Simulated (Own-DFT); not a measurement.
# Computed records: HfO$_{2}$ (monoclinic hafnia, atoms displaced)

Computed with Own-DFT development build. A calculation, not a measurement: plane-wave density functional theory by an unreviewed code, no spin, of a simulated periodic cell, stress positive in tension, run twice, with PBE and with PBEsol, both on files made for PBE, so the change isn't that of files made for PBEsol, hafnium file: forces about 75 meV/angstrom off all-electron values; oxygen file: force components 24 meV/angstrom off all-electron in one glass; forces on such cells passed a denser k mesh, this cell's mesh not checked; the far tail of each file's local potential was reset to the Coulomb form; each entry is a single point on an unrelaxed cell, so the pressure reflects the starting lattice, mostly measured values (interpolated for alloys), from which strain is counted, and rises with the displacements; printed positions are rounded, which can move forces by about a meV/angstrom; the program, named Own-DFT, is a retired in-house code; no spin-orbit coupling; stress was not checked against mesh or cutoff.

Settings shared by all entries: functional PBE, then PBEsol; potential files PseudoDojo norm-conserving, scalar-relativistic, standard set; wave cutoff 72 hartree; occupations Fermi-Dirac; smearing width 0.1 eV; k mesh 2 x 2 x 2 centred on Gamma.

(1) HfO$_{2}$ (monoclinic hafnia, atoms displaced)

```
HfO2
1.0
     10.2340     0.0000     0.0000
      0.0000    10.3500     0.0000
     -1.6955     0.0000    10.4453
Hf O Hf O Hf O Hf O Hf O Hf O Hf O Hf O
4 8 4 8 4 8 4 8 4 8 4 8 4 8 4 8
Direct
  0.13939 0.01938 0.10868
  0.35830 0.26855 0.14563
  0.36343 0.47756 0.39317
  0.13365 0.23329 0.35296
  0.03798 0.16533 0.17351
  0.46043 0.41842 0.07582
  0.46509 0.33720 0.32741
  0.03779 0.07999 0.42315
  0.22722 0.37813 0.23916
  0.27268 0.12699 0.01032
  0.27370 0.12312 0.26109
  0.22279 0.37014 0.48785
  0.13275 0.01951 0.60339
  0.36119 0.27113 0.64297
  0.36286 0.48176 0.89486
  0.13992 0.22981 0.85554
  0.03684 0.16532 0.67000
  0.46460 0.41544 0.57713
  0.46459 0.33630 0.82718
  0.03002 0.08344 0.92104
  0.22498 0.37798 0.73870
  0.27775 0.12904 0.51161
  0.27481 0.12512 0.76229
  0.22375 0.37030 0.98990
  0.13672 0.51843 0.10538
  0.35968 0.76800 0.14403
  0.36422 0.97686 0.39328
  0.14041 0.73014 0.35162
  0.03782 0.66891 0.17209
  0.46134 0.91446 0.07357
  0.45980 0.83176 0.32630
  0.03529 0.58362 0.42449
  0.22414 0.87951 0.24043
  0.27267 0.63208 0.00998
  0.27155 0.62221 0.25842
  0.22673 0.87183 0.49271
  0.13800 0.51931 0.60342
  0.36471 0.76949 0.64670
  0.36289 0.98212 0.89403
  0.13973 0.72843 0.84862
  0.03861 0.66585 0.66994
  0.46104 0.91493 0.57480
  0.46203 0.83545 0.82562
  0.03938 0.58386 0.92327
  0.22647 0.87743 0.74010
  0.27500 0.63100 0.50932
  0.27577 0.62244 0.75825
  0.22460 0.86754 0.98821
  0.63865 0.02193 0.10434
  0.86353 0.26990 0.14946
  0.86027 0.47833 0.39553
  0.63850 0.23336 0.35359
  0.53450 0.16169 0.17343
  0.96154 0.41951 0.07883
  0.96489 0.33650 0.32194
  0.53656 0.08361 0.42311
  0.72325 0.38258 0.24196
  0.77665 0.12641 0.01119
  0.77279 0.12131 0.25838
  0.72662 0.37377 0.48945
  0.63581 0.02000 0.60000
  0.85973 0.26782 0.64694
  0.86169 0.48043 0.88950
  0.63917 0.23157 0.85236
  0.53607 0.16293 0.67175
  0.96213 0.41526 0.57622
  0.96304 0.33337 0.82338
  0.53783 0.08146 0.92209
  0.72425 0.38159 0.74189
  0.77439 0.12722 0.50917
  0.77645 0.11974 0.76013
  0.72454 0.36798 0.99295
  0.63734 0.51822 0.10376
  0.85958 0.77026 0.14435
  0.86067 0.97967 0.39257
  0.63742 0.72956 0.35268
  0.53711 0.66649 0.17117
  0.96361 0.91727 0.07400
  0.96397 0.83068 0.32708
  0.53842 0.58626 0.42219
  0.72793 0.87942 0.23888
  0.77361 0.62824 0.00845
  0.77719 0.62296 0.25808
  0.72340 0.87189 0.48597
  0.63988 0.51671 0.60760
  0.86393 0.77066 0.64541
  0.85937 0.97821 0.89560
  0.63780 0.72984 0.85404
  0.53603 0.66731 0.67395
  0.96139 0.91713 0.57474
  0.96230 0.83135 0.82474
  0.53734 0.58471 0.92631
  0.72458 0.87944 0.74120
  0.77282 0.62828 0.50873
  0.77310 0.61910 0.76258
  0.72599 0.87247 0.99004
```

The calculation gives: PBE pressure 3.96 GPa; PBE stress xx -3.9 GPa; PBE stress yy -3.85 GPa; PBE stress zz -4.12 GPa; PBE stress yz -0.38 GPa; PBE stress xz -0.26 GPa; PBE stress xy 0.56 GPa; PBEsol pressure -2.5 GPa; PBEsol stress xx 2.57 GPa; PBEsol stress yy 2.57 GPa; PBEsol stress zz 2.36 GPa; PBEsol stress yz -0.36 GPa; PBEsol stress xz 0.1 GPa; PBEsol stress xy 0.55 GPa; rms change of force components from PBE to PBEsol 0.038 eV/Å.

Force:
```tsv
force element	PBE force x (eV/Å)	PBE force y (eV/Å)	PBE force z (eV/Å)	PBEsol force x (eV/Å)	PBEsol force y (eV/Å)	PBEsol force z (eV/Å)
Hf	-0.355	-0.466	-1.41	-0.34	-0.405	-1.397
Hf	0.609	-0.018	-0.307	0.573	0.029	-0.275
Hf	-0.254	1.205	0.613	-0.251	1.121	0.62
Hf	0.97	-1.252	0.703	0.957	-1.27	0.652
O	-0.754	0.504	-0.069	-0.727	0.507	-0.011
O	0.182	-0.335	0.436	0.172	-0.308	0.37
O	0.614	-0.703	-0.263	0.587	-0.694	-0.297
O	-0.322	0.499	-0.63	-0.311	0.471	-0.556
O	-0.391	0.038	0.07	-0.317	0.029	0.067
O	0.156	0.25	0.275	0.088	0.247	0.273
O	0.338	-0.054	0.056	0.268	-0.046	0.04
O	0.181	0.352	-0.057	0.24	0.347	-0.059
Hf	1.401	-0.222	0.075	1.363	-0.166	0.034
Hf	-0.245	-0.725	0.321	-0.254	-0.666	0.332
Hf	-0.186	-0.082	0.22	-0.176	-0.133	0.245
Hf	-0.617	-0.58	-0.225	-0.586	-0.616	-0.245
O	-0.832	0.686	0.199	-0.808	0.674	0.241
O	0.308	0.262	-0.194	0.292	0.266	-0.236
O	0.481	-0.305	-0.11	0.461	-0.307	-0.154
O	0.784	0.493	0.082	0.771	0.467	0.125
O	-0.155	0.215	-0.015	-0.087	0.2	-0.019
O	-0.226	0.127	-0.049	-0.279	0.13	-0.037
O	0.214	-0.253	-0.006	0.145	-0.236	0.007
O	-0.058	-0.011	-0.077	0.006	-0.014	-0.073
Hf	-0.234	0.831	-0.561	-0.226	0.868	-0.576
Hf	0.287	0.428	-0.5	0.269	0.465	-0.474
Hf	-0.91	0.606	0.798	-0.893	0.534	0.815
Hf	-0.753	0.004	0.889	-0.729	-0.044	0.838
O	-0.384	-0.121	-0.265	-0.361	-0.11	-0.203
O	0.585	0.256	0.484	0.555	0.267	0.419
O	0.855	-0.394	-0.037	0.82	-0.39	-0.081
O	-0.166	-0.161	-0.367	-0.154	-0.18	-0.305
O	-0.102	0.028	-0.148	-0.04	0.02	-0.147
O	0.451	-0.825	-0.149	0.38	-0.803	-0.142
O	0.739	-0.629	0.249	0.653	-0.603	0.238
O	-0.324	-0.132	-0.721	-0.246	-0.126	-0.708
Hf	0.081	0.169	-0.451	0.081	0.222	-0.47
Hf	-0.72	0.375	-0.52	-0.712	0.417	-0.483
Hf	-0.406	-0.644	0.216	-0.396	-0.686	0.24
Hf	-0.254	0.622	1.126	-0.234	0.563	1.081
O	-0.816	0.248	-0.07	-0.784	0.254	-0.016
O	1.048	0.42	0.042	1.014	0.425	-0.015
O	0.814	-0.397	0.233	0.782	-0.402	0.175
O	-0.815	-0.557	-0.468	-0.785	-0.561	-0.41
O	-0.439	0.474	-0.275	-0.365	0.446	-0.265
O	0.214	-0.558	-0.043	0.14	-0.545	-0.039
O	0.31	-0.541	0.235	0.234	-0.516	0.232
O	-0.237	0.575	0.081	-0.16	0.557	0.083
Hf	-0.252	-0.65	-0.487	-0.234	-0.581	-0.502
Hf	-0.167	0.015	-1.474	-0.162	0.066	-1.413
Hf	0.477	1.324	0.173	0.455	1.251	0.199
Hf	-0.357	-0.809	0.007	-0.341	-0.84	-0.02
O	-0.679	0.919	0.209	-0.645	0.91	0.25
O	0.167	-0.207	-0.13	0.163	-0.191	-0.166
O	-0.073	-0.041	0.587	-0.079	-0.067	0.519
O	-0.115	0.284	-0.504	-0.102	0.255	-0.435
O	-0.011	-0.702	0.068	0.053	-0.692	0.075
O	-0.017	0.419	0.091	-0.083	0.394	0.09
O	0.353	0.39	0.394	0.281	0.383	0.38
O	-0.637	-0.609	0.226	-0.56	-0.584	0.217
Hf	0.003	-0.472	0.645	0.002	-0.403	0.598
Hf	0.875	-0.213	-0.204	0.858	-0.163	-0.17
Hf	0.492	0.068	1.814	0.468	0.025	1.788
Hf	-0.453	-0.834	0.575	-0.437	-0.86	0.539
O	-0.374	0.707	0.157	-0.352	0.702	0.194
O	0.249	-0.088	0.111	0.231	-0.069	0.056
O	0.198	0.052	0.288	0.174	0.038	0.225
O	0.027	0.518	-0.195	0.031	0.488	-0.138
O	-0.142	-0.652	-0.26	-0.076	-0.634	-0.255
O	0.253	0.504	-0.078	0.181	0.484	-0.075
O	-0.125	0.544	-0.232	-0.18	0.543	-0.224
O	0.026	0.152	-0.446	0.083	0.155	-0.44
Hf	0.152	0.577	-0.092	0.151	0.62	-0.118
Hf	0.733	-0.113	-0.047	0.702	-0.063	-0.016
Hf	0.267	-0.526	0.111	0.25	-0.568	0.136
Hf	0.135	-0.059	-0.017	0.135	-0.115	-0.034
O	-0.383	0.154	0.05	-0.365	0.16	0.098
O	0.24	-0.205	0.678	0.221	-0.181	0.612
O	0.03	0.36	0.1	0.019	0.341	0.042
O	-0.914	-0.789	0.111	-0.877	-0.781	0.147
O	-0.522	0.226	-0.137	-0.437	0.219	-0.133
O	0.276	0.009	0.075	0.201	0.009	0.071
O	-0.093	-0.297	0.309	-0.155	-0.281	0.301
O	-0.093	-0.092	0.17	-0.026	-0.082	0.157
Hf	-0.461	1.343	-0.925	-0.435	1.356	-0.925
Hf	-0.278	0.083	-0.141	-0.264	0.14	-0.105
Hf	0.546	0.11	0.016	0.527	0.069	0.046
Hf	-0.207	0.422	0.295	-0.192	0.36	0.262
O	0.353	-0.576	-0.133	0.351	-0.544	-0.074
O	-0.03	-0.204	0.216	-0.036	-0.186	0.161
O	0.367	-0.194	-0.047	0.346	-0.207	-0.109
O	-0.563	-0.135	-0.617	-0.541	-0.153	-0.553
O	-0.172	-0.244	-0.598	-0.101	-0.246	-0.574
O	0.377	0.037	0.512	0.305	0.026	0.497
O	0.39	0.262	-0.564	0.314	0.243	-0.54
O	-0.538	-0.469	-0.075	-0.455	-0.452	-0.074
```

(2) HfO$_{2}$ (monoclinic hafnia, atoms displaced)

```
HfO2
1.0
     10.2340     0.0000     0.0000
      0.0000    10.3500     0.0000
     -1.6955     0.0000    10.4453
Hf O Hf O Hf O Hf O Hf O Hf O Hf O Hf O
4 8 4 8 4 8 4 8 4 8 4 8 4 8 4 8
Direct
  0.13752 0.02316 0.10611
  0.36247 0.26894 0.14411
  0.36315 0.48019 0.39734
  0.13778 0.22927 0.35504
  0.04046 0.16554 0.17515
  0.46489 0.42160 0.07460
  0.45959 0.33600 0.32673
  0.03494 0.08490 0.42069
  0.22135 0.37831 0.24044
  0.27469 0.13344 0.00940
  0.27513 0.12172 0.25872
  0.22367 0.36705 0.49340
  0.14082 0.01838 0.60716
  0.36284 0.26720 0.64634
  0.36260 0.48161 0.89503
  0.13836 0.23139 0.85581
  0.03570 0.16287 0.67156
  0.46303 0.41405 0.57490
  0.46357 0.33225 0.82871
  0.03468 0.08219 0.92119
  0.22746 0.37852 0.74070
  0.27733 0.12916 0.51286
  0.27324 0.12108 0.76214
  0.22325 0.37267 0.98936
  0.13951 0.52338 0.10118
  0.36264 0.76965 0.14546
  0.36139 0.98080 0.38907
  0.13837 0.73000 0.35026
  0.03830 0.66594 0.17287
  0.46116 0.91779 0.07361
  0.46116 0.83728 0.32856
  0.03563 0.58357 0.42423
  0.22198 0.88160 0.24131
  0.27457 0.62839 0.01235
  0.27674 0.62102 0.25982
  0.22132 0.87050 0.48902
  0.13896 0.52020 0.60275
  0.36291 0.76802 0.64696
  0.36009 0.97885 0.89612
  0.13888 0.72925 0.85391
  0.03856 0.66650 0.67651
  0.46329 0.91237 0.57291
  0.46090 0.83603 0.82652
  0.03765 0.58416 0.92433
  0.22383 0.87821 0.73817
  0.27937 0.63172 0.50884
  0.27213 0.62557 0.75846
  0.22459 0.87114 0.99355
  0.63698 0.02106 0.10513
  0.86538 0.26897 0.14876
  0.86314 0.48037 0.39650
  0.63673 0.23032 0.35499
  0.53814 0.16558 0.17456
  0.96370 0.41483 0.07425
  0.96062 0.33315 0.32558
  0.54281 0.08080 0.42364
  0.72663 0.38000 0.23962
  0.77747 0.12716 0.01550
  0.77418 0.12183 0.26061
  0.72757 0.37038 0.49054
  0.63929 0.01780 0.60729
  0.86124 0.27358 0.64419
  0.86512 0.48119 0.89782
  0.63630 0.22557 0.85055
  0.54028 0.16814 0.67295
  0.96256 0.41786 0.57389
  0.96502 0.33745 0.82388
  0.53741 0.08540 0.92046
  0.72526 0.37908 0.74067
  0.77588 0.12999 0.50823
  0.77401 0.11944 0.76437
  0.72233 0.37175 0.98994
  0.64027 0.52015 0.10216
  0.86010 0.77067 0.14622
  0.86195 0.97908 0.39755
  0.63681 0.73067 0.35558
  0.53570 0.66272 0.17089
  0.96590 0.91495 0.07626
  0.96220 0.83380 0.32632
  0.53819 0.58405 0.42115
  0.72197 0.87984 0.24129
  0.77436 0.62851 0.01263
  0.77247 0.61775 0.26023
  0.72476 0.87395 0.48592
  0.64177 0.51942 0.60512
  0.86059 0.77236 0.64534
  0.86495 0.98082 0.89619
  0.63836 0.73044 0.85639
  0.53409 0.66779 0.67516
  0.96230 0.91346 0.57994
  0.96055 0.83167 0.82715
  0.53415 0.58347 0.92302
  0.72274 0.87920 0.73784
  0.77685 0.62576 0.51105
  0.77633 0.61656 0.75766
  0.72312 0.87225 0.98857
```

Results for HfO$_{2}$ (monoclinic hafnia, atoms displaced): PBE pressure 4.02 GPa; PBE stress xx -3.75 GPa; PBE stress yy -3.91 GPa; PBE stress zz -4.4 GPa; PBE stress yz -0.1 GPa; PBE stress xz -0.18 GPa; PBE stress xy 0.19 GPa; PBEsol pressure -2.44 GPa; PBEsol stress xx 2.72 GPa; PBEsol stress yy 2.5 GPa; PBEsol stress zz 2.09 GPa; PBEsol stress yz -0.09 GPa; PBEsol stress xz 0.18 GPa; PBEsol stress xy 0.19 GPa; rms change of force components from PBE to PBEsol 0.038 eV/Å.

Force:
```tsv
force element	PBE force x (eV/Å)	PBE force y (eV/Å)	PBE force z (eV/Å)	PBEsol force x (eV/Å)	PBEsol force y (eV/Å)	PBEsol force z (eV/Å)
Hf	0.126	-0.717	-0.501	0.127	-0.657	-0.506
Hf	0.113	1.244	0.214	0.094	1.257	0.237
Hf	-0.366	-0.06	-0.151	-0.352	-0.111	-0.122
Hf	0.035	0.368	0.372	0.039	0.31	0.334
O	-0.819	0.411	-0.299	-0.787	0.412	-0.239
O	-0.624	-0.966	0.446	-0.615	-0.921	0.373
O	0.933	-0.775	-0.137	0.899	-0.765	-0.179
O	-0.113	-0.404	0.36	-0.102	-0.401	0.392
O	0.116	0.125	-0.259	0.178	0.11	-0.253
O	-0.006	-0.489	0.14	-0.072	-0.474	0.143
O	0.466	0.132	0.109	0.39	0.128	0.102
O	-0.049	0.537	-0.324	0.015	0.527	-0.313
Hf	-0.312	0.184	-0.767	-0.291	0.227	-0.761
Hf	-0.114	0.638	0.087	-0.123	0.677	0.102
Hf	0.112	-0.585	-0.013	0.115	-0.628	0.026
Hf	-0.209	0.006	-0.629	-0.185	-0.04	-0.639
O	-0.503	0.568	0.196	-0.473	0.563	0.237
O	0.596	0.314	0.351	0.566	0.318	0.289
O	0.13	0	-0.139	0.118	-0.015	-0.189
O	0.386	0.393	0.183	0.379	0.369	0.232
O	-0.4	0.24	-0.164	-0.328	0.226	-0.158
O	0.058	-0.44	-0.285	-0.011	-0.425	-0.269
O	0.359	-0.099	0.013	0.285	-0.093	0.012
O	0.101	0.001	-0.018	0.158	0.003	-0.023
Hf	-0.195	-1.026	0.924	-0.18	-0.95	0.873
Hf	0.116	-0.016	0.126	0.103	0.026	0.141
Hf	-0.254	0.11	1.774	-0.256	0.043	1.752
Hf	-0.124	0.076	0.882	-0.112	0.035	0.836
O	-0.83	0.366	-0.225	-0.793	0.374	-0.17
O	0.398	-0.051	0.587	0.376	-0.035	0.518
O	0.92	-1.023	-0.7	0.884	-1.001	-0.726
O	0.303	0.282	-0.233	0.301	0.251	-0.174
O	0.115	-0.201	-0.375	0.175	-0.195	-0.363
O	0.468	0.322	-0.439	0.39	0.307	-0.423
O	0.143	0.207	-0.041	0.073	0.215	-0.045
O	0.107	0.241	-0.224	0.164	0.241	-0.223
Hf	-0.11	0.134	0.136	-0.108	0.178	0.107
Hf	-0.176	0.707	-0.733	-0.173	0.729	-0.692
Hf	0.145	0.239	-0.118	0.143	0.176	-0.091
Hf	-0.425	0.396	0.006	-0.408	0.329	-0.03
O	-0.692	-0.032	-0.525	-0.659	-0.014	-0.457
O	0.455	0.539	0.289	0.439	0.54	0.242
O	0.791	-0.389	0.344	0.757	-0.393	0.293
O	-0.278	0.142	-0.271	-0.259	0.12	-0.211
O	-0.245	0.14	0.489	-0.18	0.136	0.473
O	-0.373	-0.608	0.017	-0.425	-0.599	0.023
O	0.559	-0.707	0.454	0.479	-0.676	0.442
O	-0.079	-0.037	-0.547	-0.005	-0.033	-0.534
Hf	0.551	0.065	-0.179	0.553	0.116	-0.196
Hf	-0.844	0.358	-0.64	-0.834	0.401	-0.594
Hf	-0.324	-0.097	-0.595	-0.324	-0.145	-0.55
Hf	0.388	0.014	-0.02	0.396	-0.053	-0.044
O	-0.943	0.451	-0.248	-0.911	0.452	-0.193
O	0.516	0.172	0.313	0.491	0.188	0.252
O	0.944	-0.267	0.453	0.91	-0.279	0.389
O	-1.012	-0.047	-0.372	-0.973	-0.053	-0.319
O	-0.388	-0.258	0.024	-0.308	-0.253	0.025
O	0.09	-0.069	-0.304	0.024	-0.079	-0.29
O	0.21	-0.204	0.255	0.139	-0.193	0.249
O	-0.594	0.159	-0.032	-0.511	0.162	-0.022
Hf	-0.382	0.327	-0.945	-0.364	0.362	-0.952
Hf	0.357	-0.632	0.165	0.343	-0.556	0.177
Hf	-0.705	-0.766	-0.234	-0.687	-0.804	-0.206
Hf	0.465	1.28	1.29	0.447	1.195	1.229
O	-0.58	-0.219	-0.578	-0.556	-0.203	-0.499
O	0.578	-0.109	0.654	0.547	-0.091	0.585
O	0.384	-0.275	0.103	0.363	-0.282	0.057
O	-0.889	-0.831	0.354	-0.854	-0.818	0.391
O	-0.07	-0.101	-0.368	0.001	-0.098	-0.377
O	0.127	0.003	0.743	0.06	-0.001	0.72
O	0.575	0.046	-0.496	0.487	0.041	-0.479
O	0.267	-0.206	-0.295	0.32	-0.181	-0.283
Hf	-0.115	-0.783	0.503	-0.106	-0.721	0.468
Hf	0.244	0.199	0.162	0.236	0.244	0.181
Hf	0.115	0.6	-0.375	0.096	0.54	-0.346
Hf	0.162	-0.3	-0.489	0.169	-0.343	-0.503
O	-0.703	1.146	0.349	-0.682	1.133	0.384
O	-0.045	-0.053	0.3	-0.055	-0.032	0.247
O	0.287	-0.303	-0.036	0.271	-0.308	-0.088
O	-0.448	-0.233	0.267	-0.429	-0.234	0.305
O	0.064	-0.184	-0.462	0.127	-0.182	-0.449
O	0.463	0.41	-0.445	0.384	0.396	-0.429
O	0.354	0.832	0.127	0.28	0.815	0.121
O	-0.364	-0.594	0.552	-0.294	-0.572	0.536
Hf	-0.703	0.047	0.048	-0.66	0.089	0.028
Hf	0.333	-0.801	0.187	0.328	-0.727	0.213
Hf	-0.529	-0.227	0.202	-0.516	-0.264	0.224
Hf	-0.286	-0.245	-0.45	-0.281	-0.284	-0.464
O	0.633	-0.612	-0.133	0.619	-0.571	-0.079
O	0.691	0.665	-0.268	0.656	0.653	-0.307
O	0.423	-0.15	0.132	0.404	-0.152	0.072
O	0.275	0.649	-0.512	0.276	0.617	-0.448
O	-0.03	-0.476	0.193	0.033	-0.466	0.178
O	-0.032	0.677	0.085	-0.097	0.647	0.088
O	-0.254	0.718	0.485	-0.313	0.7	0.469
O	-0.011	-0.211	0.148	0.048	-0.209	0.143
```
